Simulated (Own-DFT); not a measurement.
Simulation results for GaP (zincblende, strained, atoms displaced)

Computed with Own-DFT development build. A calculation, not a measurement: plane-wave PBE density functional theory by an unreviewed code, no spin, of a simulated periodic cell, stress positive in tension, free energy of the whole cell less one offset for each atom, forces on such cells passed a denser k mesh, this cell's mesh not checked; offsets are fitted by least squares, one for each functional and potential file, so energies compare only between cells with the same atoms and settings and are not formation energies; the far tail of each file's local potential was reset to the Coulomb form; each entry is a single point on an unrelaxed cell, so the pressure reflects the starting lattice, mostly measured values (interpolated for alloys), from which strain is counted, and rises with the displacements; printed positions are rounded, which can move forces by about a meV/angstrom; the program, named Own-DFT, is a retired in-house code; no spin-orbit coupling.

Common to all runs: functional PBE; potential files PseudoDojo norm-conserving, scalar-relativistic, standard set; wave cutoff 42 hartree; occupations Fermi-Dirac; smearing width 0.1 eV; hardware one NVIDIA H100; k mesh 3 x 3 x 3 centred on Gamma.

(1) GaP (zincblende, strained, atoms displaced)

```
GaP
1.0
     10.8620     0.0000     0.0000
      0.0000    10.8620     0.0000
      0.0000     0.0000    10.9361
Ga P Ga P Ga P Ga P Ga P Ga P Ga P Ga P
4 4 4 4 4 4 4 4 4 4 4 4 4 4 4 4
Direct
  0.99669 0.00094 0.00251
  0.00304 0.25879 0.25035
  0.24783 0.99985 0.25230
  0.25087 0.25256 0.99754
  0.12581 0.11830 0.12436
  0.12412 0.37383 0.37237
  0.37858 0.12497 0.37713
  0.37447 0.37220 0.12375
  0.99560 0.99776 0.49817
  0.99817 0.25035 0.74834
  0.25528 0.99393 0.74805
  0.24882 0.24753 0.49730
  0.12278 0.12622 0.62381
  0.12691 0.37581 0.88370
  0.37707 0.12430 0.87727
  0.37555 0.37275 0.62680
  0.99912 0.49855 0.99739
  0.99843 0.74721 0.24701
  0.24821 0.49124 0.24725
  0.25131 0.75135 0.00502
  0.12222 0.62561 0.12386
  0.12361 0.87555 0.37191
  0.37477 0.62399 0.37779
  0.37510 0.87296 0.11872
  0.99849 0.50281 0.49560
  0.00027 0.75031 0.75052
  0.25357 0.50103 0.74695
  0.25037 0.74835 0.49954
  0.12441 0.62865 0.62556
  0.12342 0.87675 0.87205
  0.37901 0.62551 0.87742
  0.37596 0.87829 0.62800
  0.50049 0.99361 0.99810
  0.49515 0.25316 0.25129
  0.75049 0.99701 0.24992
  0.74958 0.24792 0.00088
  0.62639 0.12555 0.12159
  0.62793 0.37375 0.37182
  0.87358 0.12388 0.37388
  0.88184 0.37189 0.12661
  0.49345 0.99749 0.50231
  0.49754 0.24749 0.74917
  0.74893 0.00023 0.75294
  0.74727 0.25213 0.50192
  0.63180 0.12250 0.62536
  0.62234 0.37857 0.87529
  0.87079 0.12246 0.87401
  0.87697 0.36774 0.62687
  0.49984 0.49870 0.99466
  0.49552 0.74770 0.24795
  0.75132 0.49519 0.24857
  0.74580 0.75215 0.99853
  0.62654 0.62787 0.12315
  0.62614 0.87674 0.37661
  0.87991 0.62338 0.37541
  0.87900 0.87345 0.12641
  0.50178 0.50179 0.50157
  0.50488 0.75014 0.74888
  0.75180 0.50079 0.75664
  0.74873 0.75063 0.49815
  0.62542 0.62159 0.62467
  0.62362 0.87378 0.87486
  0.87184 0.62517 0.87517
  0.87980 0.87449 0.62789
```

* free energy of cell above offsets: -34.722 eV
* pressure: 3.3 GPa
* stress xx: -3.48 GPa
* stress yy: -3.43 GPa
* stress zz: -2.98 GPa
* stress yz: 0.5 GPa
* stress xz: -0.06 GPa
* stress xy: 0.22 GPa
* wall time: 531 s

Force:
| element | x (eV/Å) | y (eV/Å) | z (eV/Å) |
| --- | --- | --- | --- |
| Ga | 0.213 | -0.111 | -0.497 |
| Ga | -0.054 | -1.83 | -0.041 |
| Ga | 0.571 | -0.096 | -0.269 |
| Ga | -0.038 | -0.985 | 0.531 |
| P | 0.004 | 1.191 | 0.076 |
| P | 0.375 | 0.325 | 0.808 |
| P | -0.516 | -0.098 | -0.342 |
| P | 0.228 | 0.388 | -0.196 |
| Ga | 0.393 | 0.349 | 0.025 |
| Ga | 0.625 | -0.37 | 0.833 |
| Ga | -0.89 | 1.197 | 0.499 |
| Ga | -0.016 | 0.171 | 0.329 |
| P | 0.347 | -0.537 | 0.092 |
| P | -0.224 | 0.08 | -1.605 |
| P | -0.244 | -0.218 | -0.268 |
| P | -0.088 | 0.056 | -0.643 |
| Ga | -0.152 | 0.425 | 0.348 |
| Ga | 0.36 | 0.1 | 0.349 |
| Ga | 0.098 | 0.991 | 0.045 |
| Ga | -0.616 | -0.366 | -0.967 |
| P | 0.42 | -0.429 | 0.033 |
| P | 0.02 | -0.425 | 0.416 |
| P | -0.205 | -0.363 | -0.524 |
| P | 0.023 | 0.495 | 1.247 |
| Ga | 0.443 | -0.618 | 0.916 |
| Ga | -0.002 | -0.156 | 0.241 |
| Ga | -0.332 | 0.076 | 0.548 |
| Ga | -0.12 | 0.52 | 0.019 |
| P | 0.061 | -0.634 | -0.104 |
| P | 0.243 | -0.196 | 0.611 |
| P | -0.594 | 0.335 | -0.479 |
| P | 0.137 | -1.259 | -0.478 |
| Ga | 0.114 | 0.811 | 0.184 |
| Ga | 0.716 | -0.512 | -0.263 |
| Ga | -0.006 | 0.397 | -0.193 |
| Ga | 0.126 | 0.467 | -0.228 |
| P | -0.572 | -0.411 | 0.616 |
| P | -0.564 | 0.217 | 0.452 |
| P | 0.093 | 0.54 | -0.067 |
| P | -0.959 | 0.425 | -0.699 |
| Ga | 1.138 | 0.38 | -0.036 |
| Ga | 0.626 | -0.14 | 0.082 |
| Ga | 0.22 | -0.487 | -0.306 |
| Ga | 0.414 | -0.464 | -0.36 |
| P | -1.152 | 0.112 | -0.073 |
| P | 0.42 | -0.9 | -0.142 |
| P | 0.557 | 0.432 | 0.284 |
| P | -0.399 | 1.438 | -0.359 |
| Ga | 0.074 | 0.271 | 0.918 |
| Ga | 0.444 | 0.229 | 0.234 |
| Ga | 0.264 | 0.593 | -0.217 |
| Ga | 0.625 | 0.015 | 0.288 |
| P | -0.264 | -0.728 | 0.286 |
| P | -0.687 | -0.289 | -0.289 |
| P | -1.074 | 0.324 | -0.427 |
| P | -0.807 | -0.083 | -0.328 |
| Ga | -0.105 | -0.538 | -0.239 |
| Ga | -0.379 | -0.261 | -0.026 |
| Ga | -0.111 | -0.436 | -0.858 |
| Ga | 0.408 | -0.128 | 0.356 |
| P | 0.489 | 0.341 | 0.155 |
| P | 0.292 | 0.133 | -0.314 |
| P | 0.508 | 0.321 | 0.239 |
| P | -0.919 | -0.077 | -0.22 |

(2) GaP (zincblende, strained, atoms displaced)

```
GaP
1.0
     10.8620     0.0000     0.0000
      0.0000    10.8620     0.0000
      0.0000     0.0000    10.9361
Ga P Ga P Ga P Ga P Ga P Ga P Ga P Ga P
4 4 4 4 4 4 4 4 4 4 4 4 4 4 4 4
Direct
  0.99901 0.00318 0.00016
  0.00158 0.25197 0.25201
  0.24780 0.99797 0.25097
  0.24493 0.25359 0.00052
  0.12354 0.12720 0.12419
  0.12575 0.37763 0.37395
  0.37635 0.12515 0.38078
  0.37629 0.37551 0.12515
  0.99771 0.99838 0.50298
  0.99853 0.25145 0.75358
  0.24963 0.99530 0.75024
  0.24907 0.24981 0.50151
  0.12495 0.12689 0.62180
  0.12465 0.37578 0.88190
  0.37555 0.12716 0.87816
  0.37631 0.37677 0.62756
  0.00099 0.49938 0.99991
  0.00270 0.74938 0.25386
  0.25565 0.50342 0.25494
  0.24785 0.74568 0.00614
  0.12526 0.62412 0.12119
  0.12731 0.87062 0.37165
  0.37160 0.62548 0.37255
  0.37760 0.87581 0.12210
  0.00160 0.50264 0.49335
  0.00147 0.75031 0.75236
  0.24947 0.49862 0.74968
  0.24819 0.74853 0.49705
  0.12855 0.62190 0.62824
  0.12926 0.87408 0.87905
  0.37914 0.62603 0.87776
  0.38004 0.87635 0.62478
  0.50122 0.00070 0.00104
  0.50154 0.24627 0.24988
  0.74993 0.00393 0.24954
  0.75284 0.25190 0.99725
  0.62726 0.12809 0.12324
  0.62371 0.37425 0.37826
  0.87930 0.12405 0.37449
  0.87512 0.37164 0.12875
  0.50203 0.99708 0.50128
  0.50092 0.25538 0.75460
  0.75027 0.00020 0.75079
  0.74956 0.25119 0.49798
  0.61999 0.12984 0.62732
  0.62339 0.37804 0.87645
  0.87923 0.12723 0.87818
  0.87852 0.37662 0.62359
  0.50099 0.49969 0.99774
  0.49646 0.75142 0.25041
  0.74965 0.49752 0.25308
  0.75289 0.74312 0.99847
  0.62558 0.62169 0.12504
  0.62131 0.87383 0.37012
  0.87699 0.62842 0.37615
  0.87718 0.87717 0.12437
  0.49658 0.49886 0.49890
  0.50559 0.75552 0.75386
  0.74885 0.49943 0.75484
  0.74890 0.74771 0.49798
  0.62616 0.62414 0.61969
  0.62199 0.87567 0.87111
  0.86916 0.62319 0.87496
  0.87966 0.86812 0.62405
```

* free energy of cell above offsets: -35.004 eV
* pressure: 3.21 GPa
* stress xx: -3.38 GPa
* stress yy: -3.4 GPa
* stress zz: -2.85 GPa
* stress yz: 0.19 GPa
* stress xz: 0.04 GPa
* stress xy: -0.24 GPa
* wall time: 508.7 s

Force:
| element | x (eV/Å) | y (eV/Å) | z (eV/Å) |
| --- | --- | --- | --- |
| Ga | 0.411 | -0.402 | 0.14 |
| Ga | 0.126 | -0.232 | -0.107 |
| Ga | 0.512 | 0.452 | -0.236 |
| Ga | 0.805 | -0.428 | 0.394 |
| P | 0.177 | -0.202 | 0.383 |
| P | 0.339 | -0.175 | 0.024 |
| P | -0.198 | -0.23 | -0.615 |
| P | -0.054 | -0.068 | 0.152 |
| Ga | 0.468 | -0.112 | -0.361 |
| Ga | 0.426 | 0.12 | -0.457 |
| Ga | 0.271 | 0.635 | -0.15 |
| Ga | 0.237 | 0.373 | -0.08 |
| P | -0.166 | -0.385 | 0.795 |
| P | -0.112 | 0.157 | -1.121 |
| P | -0.338 | -0.027 | -0.244 |
| P | -0.295 | -0.268 | -0.162 |
| Ga | -0.646 | 0.087 | 0.27 |
| Ga | -0.248 | -0.033 | -0.916 |
| Ga | -0.72 | -0.638 | -1.099 |
| Ga | 0.734 | 0.419 | -0.62 |
| P | -0.276 | -0.333 | 1.084 |
| P | -0.313 | 0.653 | 0.684 |
| P | 0.782 | 0.344 | 0.666 |
| P | -0.479 | -0.02 | 0.368 |
| Ga | 0.06 | -0.055 | 0.831 |
| Ga | 0.246 | -0.37 | 0.232 |
| Ga | 0.384 | 0.067 | 0.641 |
| Ga | 0.357 | 0.143 | 0.733 |
| P | -0.52 | 0.398 | -0.449 |
| P | -0.524 | -0.007 | -0.073 |
| P | -0.472 | 0.118 | -0.45 |
| P | -0.655 | -0.588 | -0.007 |
| Ga | 0.074 | 0.183 | -0.199 |
| Ga | -0.271 | 0.307 | 0.11 |
| Ga | 0.094 | -0.316 | -0.104 |
| Ga | -0.211 | 0.094 | 0.236 |
| P | 0.015 | -0.234 | -0.09 |
| P | -0.093 | 0.03 | -0.432 |
| P | -0.47 | 0.091 | 0.229 |
| P | 0.024 | 0.514 | -0.292 |
| Ga | 0.109 | 0.387 | -0.05 |
| Ga | -0.357 | -0.403 | -0.112 |
| Ga | 0.193 | 0.174 | -0.342 |
| Ga | 0.266 | -0.271 | 0.47 |
| P | 0.742 | -0.385 | -0.17 |
| P | 0.493 | -0.351 | 0.044 |
| P | -0.632 | -0.298 | -0.552 |
| P | -0.331 | 0.088 | 0.143 |
| Ga | -0.216 | 0.1 | 0.574 |
| Ga | 0.19 | -0.386 | -0.51 |
| Ga | 0.077 | 0.19 | -0.055 |
| Ga | -0.588 | 1.013 | 0.505 |
| P | -0.088 | 0.277 | 0.285 |
| P | 0.676 | 0.265 | 0.482 |
| P | -0.32 | -0.38 | -0.419 |
| P | -0.271 | -0.425 | 0.1 |
| Ga | 0.096 | 0.259 | 0.044 |
| Ga | -0.696 | -1.04 | -0.945 |
| Ga | -0.057 | -0.128 | -1.095 |
| Ga | -0.048 | 0.421 | -0.062 |
| P | -0.298 | -0.038 | 0.757 |
| P | 1.134 | 0.343 | 1.167 |
| P | 1.212 | -0.068 | -0.142 |
| P | -0.767 | 0.595 | 0.177 |

(3) GaP (zincblende, strained, atoms displaced)

```
GaP
1.0
     10.8620     0.0000     0.0000
      0.0000    10.8620     0.0000
      0.0000     0.0000    10.9361
Ga P Ga P Ga P Ga P Ga P Ga P Ga P Ga P
4 4 4 4 4 4 4 4 4 4 4 4 4 4 4 4
Direct
  0.99960 0.99991 0.00198
  0.99768 0.25251 0.24830
  0.25483 0.00207 0.25117
  0.24572 0.25389 0.00055
  0.12409 0.13020 0.12786
  0.12206 0.38194 0.37488
  0.37590 0.12410 0.37739
  0.37634 0.37028 0.12858
  0.00130 0.98967 0.49507
  0.00290 0.24726 0.75040
  0.25328 0.00464 0.75049
  0.24638 0.24790 0.49985
  0.12697 0.13077 0.62679
  0.12268 0.37503 0.87758
  0.37931 0.12877 0.87385
  0.37608 0.37012 0.62628
  0.99831 0.50040 0.99845
  0.99882 0.75068 0.25291
  0.25344 0.50243 0.24858
  0.25080 0.75057 0.00296
  0.12577 0.62617 0.12523
  0.12374 0.87508 0.37721
  0.37272 0.62278 0.37734
  0.37408 0.87189 0.12615
  0.00305 0.49466 0.50165
  0.00031 0.75266 0.74303
  0.24870 0.49842 0.75405
  0.24316 0.75166 0.49929
  0.12488 0.62659 0.62396
  0.13117 0.87165 0.87605
  0.37865 0.62691 0.86914
  0.37569 0.87510 0.62762
  0.49639 0.99832 0.99901
  0.50008 0.24666 0.24897
  0.75146 0.99824 0.24798
  0.74701 0.25241 0.00286
  0.62333 0.12781 0.12952
  0.62915 0.37042 0.36900
  0.87494 0.12198 0.37437
  0.87740 0.37462 0.12325
  0.49846 0.00012 0.49673
  0.50158 0.24736 0.75142
  0.74905 0.00313 0.74643
  0.75282 0.24871 0.49718
  0.62901 0.12641 0.62394
  0.62238 0.37304 0.87376
  0.87371 0.12181 0.87648
  0.87344 0.37005 0.62497
  0.49872 0.50487 0.00038
  0.50185 0.75010 0.25043
  0.74949 0.50271 0.24447
  0.74551 0.75223 0.99791
  0.62530 0.62265 0.12354
  0.62117 0.87636 0.37531
  0.87812 0.62527 0.37429
  0.87361 0.87418 0.12726
  0.50054 0.50468 0.50415
  0.50152 0.75363 0.74887
  0.75156 0.49790 0.74905
  0.74937 0.75354 0.49316
  0.62488 0.62933 0.62989
  0.62746 0.87727 0.87732
  0.88041 0.62354 0.87573
  0.87428 0.87523 0.62645
```

* free energy of cell above offsets: -35.006 eV
* pressure: 3.21 GPa
* stress xx: -3.39 GPa
* stress yy: -3.35 GPa
* stress zz: -2.89 GPa
* stress yz: 0.21 GPa
* stress xz: -0.13 GPa
* stress xy: 0.55 GPa
* wall time: 528.9 s

Force:
| element | x (eV/Å) | y (eV/Å) | z (eV/Å) |
| --- | --- | --- | --- |
| Ga | 0.325 | -0.198 | -0.101 |
| Ga | 0.095 | -0.039 | 0.619 |
| Ga | -0.53 | -0.088 | -0.114 |
| Ga | 0.58 | -0.347 | 0.028 |
| P | 0.21 | -0.681 | -0.161 |
| P | 0.663 | -0.983 | -0.475 |
| P | -0.201 | 0.37 | -0.174 |
| P | -0.172 | 0.68 | -0.521 |
| Ga | -0.415 | 1.401 | 0.983 |
| Ga | -0.59 | 0.164 | 0.341 |
| Ga | -0.137 | -0.172 | 0.121 |
| Ga | 0.278 | 0.671 | -0.299 |
| P | -0.393 | -1.303 | -0.406 |
| P | -0.002 | 0.144 | -0.311 |
| P | -0.705 | -0.263 | 0.6 |
| P | -0.175 | 0.45 | -0.133 |
| Ga | 0.378 | 0.025 | 0.443 |
| Ga | 0.207 | -0.063 | -0.358 |
| Ga | -0.255 | -0.278 | -0.002 |
| Ga | 0.183 | -0.516 | -0.431 |
| P | -0.173 | -0.122 | 0.029 |
| P | 0.659 | -0.094 | -1.042 |
| P | 0.28 | 0.63 | -0.043 |
| P | 0.22 | 0.349 | 0.084 |
| Ga | -0.677 | 0.642 | 0.396 |
| Ga | 0.22 | -0.252 | 0.871 |
| Ga | 0.206 | 0.005 | -0.489 |
| Ga | 0.889 | -0.179 | 0.25 |
| P | 0 | -0.561 | 0.21 |
| P | -0.665 | 0.662 | -0.283 |
| P | -0.479 | 0.019 | 0.757 |
| P | -0.279 | 0.184 | -0.595 |
| Ga | 0.327 | 0.327 | 0.35 |
| Ga | -0.118 | 0.222 | 0.543 |
| Ga | -0.392 | 0.263 | 0.259 |
| Ga | 0.138 | -0.243 | -0.308 |
| P | 0.196 | -0.845 | -0.741 |
| P | -0.41 | 0.79 | 0.622 |
| P | 0.375 | -0.043 | -0.041 |
| P | -0.407 | 0.296 | -0.044 |
| Ga | 0.154 | -0.003 | 0.852 |
| Ga | 0.213 | 0.208 | -0.472 |
| Ga | 0.199 | -0.229 | 0.411 |
| Ga | -0.13 | -0.035 | -0.1 |
| P | -0.632 | -0.101 | -0.341 |
| P | 0.266 | 0.486 | 0.307 |
| P | 0.049 | 0.433 | 0.018 |
| P | 0.384 | 0.314 | 0.049 |
| Ga | -0.195 | -0.729 | -0.233 |
| Ga | -0.275 | -0.426 | 0.119 |
| Ga | 0.461 | -0.402 | 0.502 |
| Ga | 0.765 | -0.51 | 0.201 |
| P | -0.153 | 0.662 | -0.011 |
| P | 0.404 | 0.087 | -0.404 |
| P | -0.431 | -0.391 | 0.229 |
| P | 0.158 | -0.211 | -0.374 |
| Ga | 0.232 | -0.727 | -0.194 |
| Ga | 0.119 | 0.167 | 0.304 |
| Ga | -0.057 | 0.132 | 0.264 |
| Ga | 0.079 | -0.427 | 0.617 |
| P | 0.57 | -0.195 | -0.669 |
| P | -0.417 | 0.214 | -0.567 |
| P | -0.742 | 0.578 | -0.451 |
| P | -0.274 | 0.08 | -0.492 |

(4) GaP (zincblende, strained, atoms displaced)

```
GaP
1.0
     10.8620     0.0000     0.0000
      0.0000    10.8620     0.0000
      0.0000     0.0000    10.9361
Ga P Ga P Ga P Ga P Ga P Ga P Ga P Ga P
4 4 4 4 4 4 4 4 4 4 4 4 4 4 4 4
Direct
  0.99501 0.99775 0.99966
  0.00250 0.24876 0.24952
  0.25527 0.99971 0.24906
  0.25074 0.24658 0.00146
  0.12494 0.12010 0.12225
  0.12297 0.37665 0.38110
  0.37305 0.12457 0.37422
  0.37244 0.37408 0.12515
  0.00120 0.00137 0.49796
  0.00483 0.24936 0.75198
  0.24687 0.00679 0.75295
  0.24683 0.25354 0.49820
  0.12504 0.12245 0.62476
  0.12408 0.37790 0.87561
  0.36825 0.12811 0.87483
  0.37182 0.37844 0.61986
  0.99928 0.49914 0.00364
  0.00042 0.74826 0.25086
  0.24996 0.50565 0.24675
  0.24627 0.74730 0.99920
  0.12344 0.62596 0.12163
  0.12030 0.87546 0.37016
  0.37491 0.62360 0.37352
  0.37722 0.87607 0.13058
  0.99888 0.49916 0.50081
  0.00226 0.74415 0.74732
  0.25302 0.49820 0.74929
  0.24892 0.75056 0.49768
  0.12245 0.62510 0.62349
  0.12449 0.87402 0.87609
  0.37475 0.62282 0.87571
  0.37785 0.87299 0.62087
  0.49741 0.99870 0.00044
  0.49667 0.25079 0.24535
  0.74403 0.00170 0.24609
  0.75360 0.24868 0.00130
  0.62605 0.12499 0.12904
  0.62710 0.37156 0.37326
  0.87237 0.12433 0.37341
  0.87599 0.37152 0.12943
  0.49923 0.99477 0.49531
  0.50496 0.25106 0.75278
  0.75593 0.00395 0.75423
  0.75119 0.24827 0.50400
  0.63146 0.12929 0.62279
  0.62444 0.37501 0.87440
  0.87819 0.12362 0.87186
  0.87226 0.37482 0.62527
  0.50273 0.49971 0.99978
  0.49787 0.74953 0.25290
  0.74836 0.49999 0.24607
  0.75148 0.74934 0.00555
  0.62407 0.62359 0.12550
  0.62429 0.87358 0.37501
  0.87274 0.62411 0.37993
  0.87281 0.87645 0.12572
  0.49881 0.49451 0.49834
  0.49551 0.75342 0.74568
  0.74803 0.49959 0.74750
  0.74861 0.74454 0.49926
  0.62715 0.62521 0.62873
  0.62814 0.87618 0.87530
  0.86894 0.62381 0.87990
  0.87574 0.87033 0.62502
```

- free energy of cell above offsets: -34.983 eV
- pressure: 3.23 GPa
- stress xx: -3.39 GPa
- stress yy: -3.41 GPa
- stress zz: -2.9 GPa
- stress yz: -0.19 GPa
- stress xz: -0.03 GPa
- stress xy: 0.14 GPa
- wall time: 507.6 s

Force:
| element | x (eV/Å) | y (eV/Å) | z (eV/Å) |
| --- | --- | --- | --- |
| Ga | 0.379 | -0.062 | -0.085 |
| Ga | 0.129 | -0.234 | 0.365 |
| Ga | -0.78 | 0.022 | 0.172 |
| Ga | -0.628 | 0.571 | 0.024 |
| P | -0.023 | 0.212 | 0.287 |
| P | 0.103 | 0.154 | -1.225 |
| P | 0.193 | 0.321 | 0.209 |
| P | 0.058 | 0.342 | -0.269 |
| Ga | -0.53 | -0.358 | 0.095 |
| Ga | -0.313 | 0.277 | -0.347 |
| Ga | 0.241 | -1.066 | -0.361 |
| Ga | 0.273 | -0.587 | 0.259 |
| P | -0.03 | 0.522 | -0.291 |
| P | 0.327 | -0.272 | 0.178 |
| P | 1.236 | -0.198 | -0.038 |
| P | 0.433 | -0.812 | 0.718 |
| Ga | -0.42 | -0.1 | -0.342 |
| Ga | -0.525 | -0.067 | -0.084 |
| Ga | -0.265 | -0.57 | 0.34 |
| Ga | 0.664 | 0.505 | 0.058 |
| P | -0.145 | -0.08 | 0.48 |
| P | 0.811 | 0.143 | 0.339 |
| P | -0.028 | 0.055 | 0.313 |
| P | -0.258 | -0.601 | -0.893 |
| Ga | -0.297 | 0.061 | 0.289 |
| Ga | -0.548 | 0.374 | 0.666 |
| Ga | -0.473 | 0.32 | -0.055 |
| Ga | -0.237 | 0.006 | -0.141 |
| P | 0.712 | -0.384 | -0.016 |
| P | -0.135 | 0.014 | -0.29 |
| P | 0.15 | 0.354 | -0.101 |
| P | -0.967 | 0.693 | 0.333 |
| Ga | 0.265 | 0.211 | -0.158 |
| Ga | 0.242 | -0.082 | 0.638 |
| Ga | 0.595 | -0.474 | 0.763 |
| Ga | -0.211 | -0.052 | -0.184 |
| P | -0.633 | 0.356 | -1.093 |
| P | -0.229 | 0.076 | 0.02 |
| P | 0.186 | -0.006 | 0.048 |
| P | 0.071 | 0.312 | -0.399 |
| Ga | 0.289 | 0.822 | 0.404 |
| Ga | -0.702 | -0.163 | -0.658 |
| Ga | -0.535 | -0.687 | -0.855 |
| Ga | 0.299 | 0.426 | -0.872 |
| P | -1.057 | -1.11 | 0.566 |
| P | 0.46 | -0.022 | 0.421 |
| P | 0.142 | 0.603 | 0.696 |
| P | 0.593 | -0.097 | 0.277 |
| Ga | -0.347 | -0.141 | 0.036 |
| Ga | 0.309 | -0.124 | -0.126 |
| Ga | 0.185 | -0.097 | 0.63 |
| Ga | -0.411 | 0.186 | -0.358 |
| P | -0.169 | 0.336 | 0.09 |
| P | 0.381 | -0.208 | -0.19 |
| P | 0.26 | -0.276 | -0.988 |
| P | 0.105 | -0.213 | 0.354 |
| Ga | 0.598 | 0.577 | -0.112 |
| Ga | 0.67 | -0.385 | 0.726 |
| Ga | 0.247 | -0.045 | 0.484 |
| Ga | -0.085 | 0.656 | 0.356 |
| P | -0.862 | -0.152 | -0.577 |
| P | -0.411 | -0.086 | -0.008 |
| P | 0.688 | -0.156 | -0.457 |
| P | -0.039 | 0.458 | -0.064 |
